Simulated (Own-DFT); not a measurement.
# Computed records: AlN (wurtzite, strained, atoms displaced)

A calculation, not a measurement: plane-wave PBE density functional theory by an unreviewed code, no spin, of a simulated periodic cell, stress positive in tension, free energy of the whole cell less one offset for each atom, forces on such cells passed a denser k mesh, this cell's mesh not checked; offsets are fitted by least squares, one for each functional and potential file, so energies compare only between cells with the same atoms and settings and are not formation energies; the far tail of each file's local potential was reset to the Coulomb form; each entry is a single point on an unrelaxed cell, so the pressure reflects the starting lattice, mostly measured values (interpolated for alloys), from which strain is counted, and rises with the displacements; printed positions are rounded, which can move forces by about a meV/angstrom; the program, named Own-DFT, is a retired in-house code; no spin-orbit coupling. Program: Own-DFT development build.

Common to all runs: functional PBE; potential files PseudoDojo norm-conserving, scalar-relativistic, standard set; wave cutoff 42 hartree; occupations Fermi-Dirac; smearing width 0.1 eV; hardware one NVIDIA H100; k mesh 2 x 2 x 2 centred on Gamma.

(1) AlN (wurtzite, strained, atoms displaced)

```
CELL_PARAMETERS angstrom
12.30550 0.14520 -0.21130
-6.02700 10.63690 0.04980
-0.16910 -0.05160 10.01390
ATOMIC_POSITIONS crystal
Al 0.08443 0.16320 0.00277
Al 0.16788 0.08258 0.25305
N 0.08469 0.16687 0.18399
N 0.17470 0.08877 0.44467
Al 0.08240 0.16204 0.50560
Al 0.16615 0.08655 0.74444
N 0.08226 0.15981 0.69284
N 0.16147 0.07178 0.93991
Al 0.08381 0.41891 0.00561
Al 0.15925 0.32805 0.25046
N 0.08117 0.41776 0.19320
N 0.16753 0.33637 0.43944
Al 0.08111 0.41821 0.49547
Al 0.16443 0.33288 0.74967
N 0.08342 0.41931 0.69226
N 0.16314 0.33482 0.93674
Al 0.08172 0.66611 0.00795
Al 0.16527 0.59238 0.24725
N 0.08330 0.66195 0.20078
N 0.15597 0.57453 0.42768
Al 0.08529 0.67417 0.49942
Al 0.16186 0.58258 0.75644
N 0.08496 0.66271 0.68743
N 0.16349 0.58672 0.94860
Al 0.08042 0.92477 0.99822
Al 0.17350 0.83753 0.24732
N 0.07729 0.91377 0.19784
N 0.17432 0.83174 0.45082
Al 0.08806 0.92108 0.48975
Al 0.17020 0.82245 0.75018
N 0.08015 0.92451 0.68807
N 0.16438 0.84292 0.94465
Al 0.33361 0.16869 0.99538
Al 0.42051 0.08536 0.24784
N 0.33010 0.16886 0.19240
N 0.42388 0.08318 0.44175
Al 0.33576 0.16562 0.49416
Al 0.42472 0.08664 0.75201
N 0.33454 0.16423 0.67901
N 0.41329 0.08008 0.94229
Al 0.33516 0.41308 0.00867
Al 0.41856 0.33875 0.23911
N 0.33256 0.40821 0.18670
N 0.41739 0.33112 0.43854
Al 0.33327 0.41925 0.50849
Al 0.40852 0.33126 0.74850
N 0.32988 0.40989 0.69035
N 0.41975 0.33281 0.93342
Al 0.33279 0.66948 0.00271
Al 0.40809 0.57705 0.25663
N 0.33388 0.66700 0.19009
N 0.41064 0.58456 0.44530
Al 0.34389 0.66181 0.50156
Al 0.42272 0.59004 0.75202
N 0.33592 0.66866 0.68588
N 0.41734 0.58436 0.94724
Al 0.33228 0.91564 0.99670
Al 0.42347 0.83188 0.25079
N 0.33468 0.90834 0.19091
N 0.41551 0.83493 0.44115
Al 0.33264 0.91748 0.50290
Al 0.41595 0.82622 0.75694
N 0.33603 0.92074 0.68919
N 0.41462 0.82800 0.93421
Al 0.58192 0.16833 0.99794
Al 0.66760 0.08800 0.25060
N 0.58188 0.16781 0.19774
N 0.66513 0.08312 0.43584
Al 0.58183 0.16790 0.50518
Al 0.67364 0.08726 0.74962
N 0.57970 0.17296 0.69517
N 0.65952 0.08026 0.93862
Al 0.57912 0.41588 0.99868
Al 0.66830 0.33736 0.25075
N 0.58199 0.41341 0.18929
N 0.66469 0.34384 0.43740
Al 0.58435 0.41221 0.48950
Al 0.66937 0.33888 0.75090
N 0.59183 0.41843 0.68560
N 0.66329 0.33193 0.93840
Al 0.58376 0.66325 0.99840
Al 0.68020 0.58504 0.25906
N 0.58350 0.66168 0.19485
N 0.66612 0.58412 0.43408
Al 0.58601 0.66891 0.50044
Al 0.66386 0.58248 0.75034
N 0.58007 0.66547 0.69605
N 0.65907 0.57763 0.94173
Al 0.58292 0.92031 0.00099
Al 0.65691 0.82075 0.25092
N 0.58106 0.92410 0.20159
N 0.66405 0.83535 0.43900
Al 0.57422 0.90986 0.50114
Al 0.67084 0.83731 0.74406
N 0.59274 0.91294 0.69486
N 0.67332 0.83596 0.93229
Al 0.83604 0.17376 0.99329
Al 0.91451 0.08724 0.24889
N 0.82500 0.16574 0.19330
N 0.90575 0.08003 0.44362
Al 0.83072 0.16233 0.50721
Al 0.91036 0.07843 0.75278
N 0.83518 0.16930 0.68707
N 0.91467 0.08628 0.93922
Al 0.83081 0.40918 0.99784
Al 0.92559 0.34005 0.25011
N 0.83540 0.42006 0.19563
N 0.90969 0.32966 0.44002
Al 0.83089 0.41634 0.49624
Al 0.92237 0.33556 0.74665
N 0.83901 0.41661 0.68476
N 0.91430 0.33525 0.93848
Al 0.83120 0.66340 0.00217
Al 0.92376 0.58732 0.24504
N 0.83403 0.67427 0.18986
N 0.91681 0.58145 0.44323
Al 0.83319 0.66785 0.49994
Al 0.92333 0.58820 0.74941
N 0.83789 0.66362 0.69726
N 0.91688 0.58392 0.93981
Al 0.84209 0.91853 0.99669
Al 0.92289 0.83286 0.24590
N 0.82517 0.91432 0.18951
N 0.91006 0.83042 0.44264
Al 0.82928 0.91558 0.49730
Al 0.91961 0.83272 0.75859
N 0.82715 0.92004 0.69538
N 0.90814 0.82963 0.94957
```

* free energy of cell above offsets: -50.402 eV
* pressure: 9.07 GPa
* stress xx: -13.1 GPa
* stress yy: -9.75 GPa
* stress zz: -4.37 GPa
* stress yz: -0.79 GPa
* stress xz: -3.53 GPa
* stress xy: 5.1 GPa
* wall time: 380 s

Force:
```tsv
element	x (eV/Å)	y (eV/Å)	z (eV/Å)
Al	-0.758	0.814	-1.666
Al	-0.154	0.589	-0.005
N	-0.846	-0.715	1.571
N	-1.558	-1.23	-1.59
Al	-0.994	0.756	-0.631
Al	2.884	-1.417	0.87
N	-2.882	2.141	-0.424
N	-0.148	4.907	-1.044
Al	-0.156	-0.38	-0.552
Al	1.335	0.827	0.304
N	1.039	0.688	-1.077
N	0.059	-1.202	0.344
Al	-0.535	-0.542	0.547
Al	0.369	-0.375	-0.01
N	0.474	-0.005	-0.647
N	1.119	-0.465	1.043
Al	-1.025	1.281	-0.315
Al	4.751	-2.863	1.439
N	-3.329	3.734	-2.849
N	1.029	2.123	2.049
Al	0.758	-2.975	-0.279
Al	2.163	-0.446	-0.275
N	-0.868	0.714	0.129
N	0.872	-0.369	-0.813
Al	0.345	-3.897	1.487
Al	0.014	-0.752	0.843
N	2.341	1.431	-1.024
N	-2.309	1.223	-2.415
Al	-0.857	-1.007	2.034
Al	-1.688	3.222	0.177
N	1.243	-2.228	-0.265
N	1.071	-2.41	-0.404
Al	-0.134	-1.028	0.744
Al	-0.282	-0.709	0.58
N	0.66	-0.687	-1.033
N	-1.816	-0.644	-0.882
Al	1.225	1.018	0.411
Al	-1.95	-0.8	-0.017
N	-0.696	0.42	2.1
N	0.345	0.678	-0.211
Al	-1.086	0.813	-2.652
Al	2.252	-1.891	2.91
N	-3.42	1.895	0.998
N	-0.901	0.959	-0.566
Al	0.718	-1.252	-1.58
Al	3.419	-0.836	-0.877
N	-1.795	2.192	0.39
N	-1.468	-0.638	0.892
Al	0.722	-0.825	0.15
Al	1.586	0.136	-1.063
N	-0.522	-0.315	0.144
N	5.306	-2.705	-1.913
Al	-6.992	3.26	0.878
Al	-0.791	-1.797	1.031
N	-0.851	-1.218	0.957
N	-0.481	-0.779	-0.902
Al	-0.007	-0.128	0.653
Al	-1.088	-0.054	1.016
N	-1.187	1.531	-0.709
N	-0.1	-1.749	-0.12
Al	1.823	0.82	0.249
Al	0.48	2.011	-2.447
N	0.551	-1.128	1.133
N	-0.446	0.852	1.996
Al	-0.086	-0.277	0.98
Al	0.069	-0.32	0.923
N	-0.267	0.937	-1.917
N	-0.295	-0.045	2.13
Al	1.282	0.752	-0.605
Al	-1.236	-0.855	-0.185
N	2.489	-0.357	-0.762
N	0.963	1.332	-0.185
Al	1.31	0.043	0.438
Al	0.841	-0.921	0.046
N	-0.34	1.39	-0.61
N	4.059	-3.083	-0.863
Al	-3.605	2.289	2.525
Al	1.457	-0.235	-0.173
N	-2.827	0.557	-0.347
N	0.438	0.354	0.456
Al	-0.554	1.853	0.958
Al	-2.177	-0.536	-2.412
N	-0.883	-1.335	-0.45
N	0.115	-0.027	2.461
Al	-0.22	-0.282	0.028
Al	1.41	-0.462	0.168
N	0.773	0.568	-1.743
N	1.552	0.46	-0.568
Al	1.363	-1.17	0.341
Al	0.582	2.774	-0.287
N	1.435	-1.572	-2.355
N	0.07	-1.32	0.44
Al	1.144	2.173	0.295
Al	1.522	-2.348	2.335
N	-5.076	2.182	-1.595
N	-1.014	-0.593	1.56
Al	-0.767	-1.753	1.656
Al	-0.096	-1.523	0.152
N	1.527	1.825	-1.677
N	2.922	0.482	-0.833
Al	-1.475	0.97	-1.929
Al	1.067	1.25	-0.196
N	-0.11	-0.008	1.678
N	1.105	-0.06	0.247
Al	-1.546	1.801	0.923
Al	-2.103	-1.86	1.038
N	-0.278	-0.117	-1.378
N	1.185	-0.08	-0.011
Al	0.223	0.104	0.379
Al	-0.676	-0.152	0.122
N	-1.233	0.416	0.925
N	1.604	0.025	-0.524
Al	-0.777	-0.267	-0.328
Al	-1.714	-0.756	1.662
N	1.695	-1.882	-0.407
N	-0.394	1.28	-0.894
Al	0.445	-0.613	0.84
Al	0.462	-2.041	0.233
N	-2.457	1.37	-0.938
N	0.349	-0.487	0.577
Al	-4.381	0.76	1.676
Al	-3.736	0.517	1.554
N	1.199	0.506	0.122
N	1.518	0.837	-0.946
Al	0.005	0.127	0.742
Al	-0.601	0.412	-1.221
N	2.609	-1.148	-1.508
N	3.303	-0.43	-1.572
```

(2) AlN (wurtzite, strained, atoms displaced)

```
CELL_PARAMETERS angstrom
12.33700 -0.09080 0.10940
-6.24710 11.02340 0.14470
0.08760 0.18430 9.92570
ATOMIC_POSITIONS crystal
Al 0.08759 0.16877 0.00636
Al 0.16058 0.07567 0.24769
N 0.07804 0.16652 0.18877
N 0.16551 0.07819 0.44204
Al 0.07947 0.16048 0.49845
Al 0.16231 0.08570 0.74488
N 0.08509 0.16837 0.68326
N 0.16973 0.08264 0.94252
Al 0.07728 0.41319 0.99769
Al 0.16849 0.33542 0.24158
N 0.07538 0.41024 0.19333
N 0.17749 0.34391 0.44476
Al 0.08226 0.41453 0.50445
Al 0.17127 0.33286 0.74925
N 0.07380 0.41048 0.69660
N 0.16317 0.33192 0.93936
Al 0.08504 0.66875 0.99923
Al 0.16515 0.58988 0.25522
N 0.07143 0.66070 0.18599
N 0.17694 0.58656 0.43138
Al 0.08253 0.65679 0.50600
Al 0.16718 0.58540 0.74734
N 0.08521 0.67044 0.68723
N 0.16205 0.58297 0.93520
Al 0.08982 0.91764 0.99739
Al 0.15950 0.83329 0.24953
N 0.08716 0.91771 0.19190
N 0.16539 0.82727 0.43209
Al 0.08838 0.91939 0.49481
Al 0.16590 0.83315 0.74748
N 0.08402 0.90945 0.69225
N 0.16230 0.83628 0.93842
Al 0.33123 0.16669 0.99232
Al 0.41784 0.07559 0.25672
N 0.33740 0.17033 0.18579
N 0.42341 0.08238 0.43779
Al 0.34290 0.17705 0.50228
Al 0.41694 0.08901 0.75085
N 0.33534 0.16517 0.68708
N 0.42071 0.09434 0.93990
Al 0.33527 0.42031 0.00018
Al 0.42018 0.33512 0.24871
N 0.33333 0.42564 0.19039
N 0.41576 0.33554 0.44000
Al 0.33844 0.41854 0.49036
Al 0.41642 0.33369 0.74891
N 0.33538 0.42247 0.68293
N 0.41920 0.33561 0.93957
Al 0.34040 0.67178 0.00021
Al 0.41239 0.57480 0.25852
N 0.33106 0.66385 0.18820
N 0.42032 0.58545 0.44095
Al 0.32915 0.66549 0.50770
Al 0.40832 0.57608 0.74649
N 0.32822 0.66740 0.68879
N 0.42086 0.58371 0.94161
Al 0.33028 0.91934 0.99628
Al 0.41784 0.83337 0.24767
N 0.33089 0.90624 0.19592
N 0.41186 0.84206 0.44835
Al 0.33226 0.92151 0.50866
Al 0.40919 0.82646 0.75373
N 0.33301 0.91374 0.68887
N 0.40655 0.82681 0.94732
Al 0.58126 0.16045 0.00350
Al 0.67030 0.08912 0.25555
N 0.58286 0.17089 0.18750
N 0.66082 0.08636 0.43839
Al 0.59047 0.16934 0.49759
Al 0.66922 0.08618 0.74677
N 0.58160 0.16584 0.69520
N 0.67361 0.08187 0.94139
Al 0.58330 0.41106 0.00042
Al 0.66647 0.33570 0.24334
N 0.57665 0.41652 0.18867
N 0.65862 0.33003 0.44244
Al 0.58136 0.41567 0.50318
Al 0.66201 0.32928 0.74962
N 0.59001 0.41606 0.69033
N 0.66487 0.32578 0.94584
Al 0.58776 0.67008 0.99383
Al 0.67066 0.58062 0.24239
N 0.58623 0.66899 0.19399
N 0.65868 0.57795 0.43501
Al 0.58739 0.66265 0.50730
Al 0.66488 0.59074 0.75599
N 0.58117 0.66463 0.68942
N 0.66572 0.57948 0.94981
Al 0.57758 0.91138 0.99440
Al 0.66649 0.83108 0.25317
N 0.58635 0.92149 0.19507
N 0.66541 0.83335 0.43137
Al 0.58019 0.91307 0.49632
Al 0.66868 0.82808 0.75731
N 0.58495 0.91269 0.69181
N 0.66347 0.83460 0.93413
Al 0.83975 0.16319 0.99804
Al 0.91827 0.08752 0.25233
N 0.82992 0.15957 0.17963
N 0.91766 0.09355 0.43723
Al 0.83853 0.16893 0.49729
Al 0.92094 0.08921 0.74972
N 0.83426 0.16100 0.69679
N 0.91901 0.08477 0.93660
Al 0.83305 0.42646 0.99643
Al 0.91662 0.33071 0.25691
N 0.82449 0.41186 0.19567
N 0.91759 0.33311 0.43891
Al 0.83778 0.41580 0.50240
Al 0.91513 0.33891 0.74609
N 0.83552 0.41876 0.68521
N 0.92180 0.34059 0.93393
Al 0.83642 0.66645 0.00347
Al 0.91655 0.58581 0.24948
N 0.82018 0.67037 0.19231
N 0.92328 0.58556 0.43973
Al 0.83647 0.66350 0.49049
Al 0.91034 0.57982 0.75127
N 0.83421 0.66656 0.69369
N 0.92019 0.58370 0.93861
Al 0.83220 0.91019 0.99933
Al 0.91675 0.83851 0.24364
N 0.83900 0.91540 0.18935
N 0.90426 0.82246 0.43719
Al 0.84513 0.91722 0.50415
Al 0.92192 0.84184 0.75010
N 0.82845 0.91200 0.68927
N 0.91666 0.83705 0.95401
```

* free energy of cell above offsets: -51.239 eV
* pressure: 4.91 GPa
* stress xx: -8.87 GPa
* stress yy: 2.07 GPa
* stress zz: -7.93 GPa
* stress yz: 4.62 GPa
* stress xz: 2.8 GPa
* stress xy: -1.86 GPa
* wall time: 407.6 s

Force:
```tsv
element	x (eV/Å)	y (eV/Å)	z (eV/Å)
Al	-0.656	-0.713	-1.707
Al	0.916	2.059	-0.051
N	2.042	0.603	1.111
N	-0.271	1.381	-0.323
Al	0.758	2.208	-1.017
Al	1.512	-1.126	0.57
N	0.171	0.195	0.799
N	-1.336	0.053	-1.074
Al	0.489	1.303	0.407
Al	-0.961	-0.27	1.567
N	1.097	1.574	-0.692
N	-1.626	-2.539	-1.148
Al	1.074	0.506	-0.673
Al	-1.549	0.018	-0.444
N	2.827	1.993	-1.57
N	1.142	0.234	0.343
Al	0.395	-0.365	-0.543
Al	0.504	-1.196	-2.804
N	1.904	1.98	0.06
N	-2.035	-1.346	3.1
Al	0.224	2.02	-1.67
Al	-1.432	-1.363	0.844
N	-0.109	-0.766	1.181
N	1.167	0.267	0.916
Al	-2.12	0.656	0.714
Al	2.137	-1.302	-0.108
N	-1.086	0.099	-0.834
N	-0.707	0.569	2.207
Al	0.053	-2.665	0.409
Al	0.674	-0.833	0.187
N	-1.066	2.601	-0.98
N	1.751	-1.026	-0.122
Al	0.712	1.231	1.644
Al	-0.899	0.45	-1.796
N	-0.637	-0.797	0.838
N	-1.661	0.839	1.877
Al	0.171	-2.068	-1.54
Al	0.799	-1.706	-0.041
N	-1.386	1.103	0.728
N	0.171	-2.427	-0.301
Al	0.084	-0.235	-0.092
Al	-1.932	-1.299	-0.094
N	1.402	-2.134	-0.473
N	0.776	-0.282	-0.188
Al	-0.593	1.053	1.079
Al	0.376	0.445	-0.166
N	0.778	-1.399	0.647
N	-0.942	-0.298	-0.351
Al	-0.983	-2.865	0.577
Al	0.069	3.109	-1.397
N	0.346	0.495	0.706
N	-0.429	0.151	1.496
Al	1.612	1.525	-2.32
Al	0.336	1.587	0.582
N	1.487	-0.391	1.146
N	-0.841	0.238	-1.145
Al	0.41	0.158	0.984
Al	0.451	-1.083	1.313
N	-1.609	1.943	-1.749
N	1.599	-2.056	-0.912
Al	-0.007	-0.622	-2.219
Al	1.08	1.188	-0.817
N	-0.47	1.193	2.267
N	0.322	2.093	-1.418
Al	1.235	0.493	-0.521
Al	-0.823	-1.069	-2.008
N	0.675	-0.627	1.091
N	3.06	-0.552	0.979
Al	-1.982	0.087	0.892
Al	-0.325	-1.803	0.899
N	0.824	0.537	-0.957
N	-1.63	-0.474	-0.399
Al	-0.365	0.249	-0.245
Al	-2.156	-1.65	1.348
N	2.388	0.799	-0.268
N	1.385	0.99	-0.41
Al	0.544	0.467	-0.653
Al	0.961	-0.064	0.532
N	-1.917	0.841	0.619
N	-0.18	1.304	-0.952
Al	-0.331	-0.678	2.2
Al	-4.981	-1.593	1.576
N	-0.449	-0.469	-1.132
N	1.832	-0.058	0.712
Al	-1.029	1.239	-2.532
Al	1.771	-1.78	-0.233
N	-0.3	0.419	1.413
N	0.346	0.541	-1.165
Al	0.286	1.619	1.124
Al	-0.134	-0.023	-1.658
N	0.211	-0.302	-0.883
N	0.85	0.143	3.282
Al	0.072	0.257	0.474
Al	-2.01	0.422	-2.861
N	-0.625	0.232	0.279
N	1.153	-0.609	2.162
Al	-1.675	1.258	-1.14
Al	-1.167	-1.666	-1.281
N	0.533	1.635	2.645
N	1.828	-2.144	0.546
Al	-2.23	-0.264	1.43
Al	-0.15	-1.5	0.402
N	-0.69	2.255	-2.025
N	1.593	-0.979	0.45
Al	1.4	-2.921	1.001
Al	-1.469	-0.618	-2.303
N	2.475	2.276	-0.954
N	0.029	-0.019	1.395
Al	-1.83	0.135	-1.632
Al	-0.39	-2.233	1.442
N	-0.802	0.019	1.053
N	-1.786	-1.338	0.754
Al	-0.693	0.283	-0.519
Al	-1.992	-1.646	0.321
N	6.016	1.685	-0.971
N	-0.432	-1.287	-0.115
Al	-1.389	-0.771	1.449
Al	0.649	0.684	-0.785
N	-0.565	0.825	-0.409
N	-1.074	1.114	0.316
Al	-1.739	2.225	0.648
Al	0.61	-1.771	0.779
N	-2.069	1.912	-0.143
N	2.018	2.174	-0.191
Al	-3.135	-0.279	-1.406
Al	-0.395	-2.273	0.677
N	1.822	1.685	0.491
N	1.872	-1.295	-2.149
```
